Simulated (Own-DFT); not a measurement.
SiC (4H silicon carbide, strained, atoms displaced) (calculated)

A calculation, not a measurement: plane-wave PBE density functional theory by an unreviewed code, no spin, of a simulated periodic cell, stress positive in tension, free energy of the whole cell less one offset for each atom, forces on such cells passed a denser k mesh, this cell's mesh not checked; offsets are fitted by least squares, one for each functional and potential file, so energies compare only between cells with the same atoms and settings and are not formation energies; the far tail of each file's local potential was reset to the Coulomb form; each entry is a single point on an unrelaxed cell, so the pressure reflects the starting lattice, mostly measured values (interpolated for alloys), from which strain is counted, and rises with the displacements; printed positions are rounded, which can move forces by about a meV/angstrom; the program, named Own-DFT, is a retired in-house code; no spin-orbit coupling. Program: Own-DFT development build.

```cif
# cell vector a (Å): 6.1597 0.0966 0.0447
# cell vector b (Å): -2.9961 5.3820 -0.0853
# cell vector c (Å): 0.0730 -0.1187 9.8938
data_SiC
_symmetry_space_group_name_H-M 'P 1'
_symmetry_Int_Tables_number 1
_cell_length_a 6.1606
_cell_length_b 6.1603
_cell_length_c 9.8948
_cell_angle_alpha 91.600
_cell_angle_beta 89.172
_cell_angle_gamma 118.209
_cell_volume 330.79
loop_
_atom_site_label
_atom_site_type_symbol
_atom_site_fract_x
_atom_site_fract_y
_atom_site_fract_z
_atom_site_occupancy
Si1 Si 0.00842 0.99559 0.40422 1
Si2 Si 0.16564 0.35936 0.14906 1
C1 C 0.00110 0.02088 0.09661 1
C2 C 0.17200 0.33464 0.34306 1
Si3 Si 0.99794 0.51163 0.40109 1
Si4 Si 0.17755 0.82744 0.15717 1
C3 C 0.98824 0.49444 0.09818 1
C4 C 0.15536 0.82327 0.34173 1
Si5 Si 0.50549 0.99951 0.40274 1
Si6 Si 0.65735 0.31752 0.14757 1
C5 C 0.47991 0.00961 0.08932 1
C6 C 0.66513 0.31915 0.34144 1
Si7 Si 0.49343 0.50856 0.40709 1
Si8 Si 0.67425 0.82919 0.16532 1
C7 C 0.50381 0.51809 0.09796 1
C8 C 0.65832 0.82806 0.34893 1
Si9 Si 0.01240 0.01380 0.90140 1
Si10 Si 0.84304 0.67054 0.66024 1
C9 C 0.00962 0.99623 0.59932 1
C10 C 0.83899 0.68529 0.83619 1
Si11 Si 0.99938 0.49810 0.90483 1
Si12 Si 0.83088 0.15769 0.65736 1
C11 C 0.00636 0.49573 0.58921 1
C12 C 0.82864 0.16140 0.84230 1
Si13 Si 0.49313 0.00790 0.90182 1
Si14 Si 0.33166 0.67022 0.65533 1
C13 C 0.51267 0.99982 0.59279 1
C14 C 0.32208 0.66965 0.83735 1
Si15 Si 0.51532 0.51909 0.90428 1
Si16 Si 0.33823 0.16989 0.66086 1
C15 C 0.49830 0.48249 0.59317 1
C16 C 0.34000 0.16762 0.84581 1
_calc_functional 'PBE'
_calc_potential_files 'PseudoDojo norm-conserving, scalar-relativistic, standard set'
_calc_wave_cutoff 42  # hartree
_calc_occupations 'Fermi-Dirac'
_calc_smearing_width 0.1  # eV
_calc_hardware 'one NVIDIA H100'
_calc_k_mesh '5 x 5 x 3 centred on Gamma'
_calc_free_energy_of_cell_above_offsets '-2.131'  # eV
_calc_pressure 5.58  # GPa
_calc_stress_xx -3.38  # GPa
_calc_stress_yy 1.6  # GPa
_calc_stress_zz -14.94  # GPa
_calc_stress_yz -3.37  # GPa
_calc_stress_xz 2.19  # GPa
_calc_stress_xy 5.75  # GPa
_calc_wall_time 130.9  # s
```

Force:
```csv
element,x (eV/Å),y (eV/Å),z (eV/Å)
Si,-1.916,1.658,0.813
Si,2.982,-2.913,2.189
C,0.881,-1.472,-0.566
C,-0.901,0.138,-0.329
Si,0.769,-2.958,0.748
Si,-3.414,1.059,-0.779
C,-1.101,1.781,-2.315
C,2.097,0.97,0.087
Si,-1.524,0.611,1.069
Si,-1.127,2.167,2.385
C,2.748,-2.001,-0.157
C,-0.8,1.444,-0.417
Si,1.434,-2.254,-0.183
Si,-0.605,2.178,-1.953
C,0.452,-1.276,-1.606
C,2.023,0.187,-0.027
Si,-0.78,-0.734,1.662
Si,-0.32,-1.086,-3.342
C,-0.288,0.024,-1.067
C,0.675,-1.122,3.552
Si,-0.775,0.401,-0.466
Si,0.595,1.249,-1.354
C,-0.793,0.164,0.854
C,-0.463,1.006,0.85
Si,1.961,-1.713,0.592
Si,0.855,-0.777,-1.674
C,-1.324,-0.484,0.136
C,1.016,0.083,2.172
Si,-1.053,-0.334,0.047
Si,0.532,-0.585,-1.532
C,-0.27,2.254,0.746
C,-1.567,2.333,-0.136
```
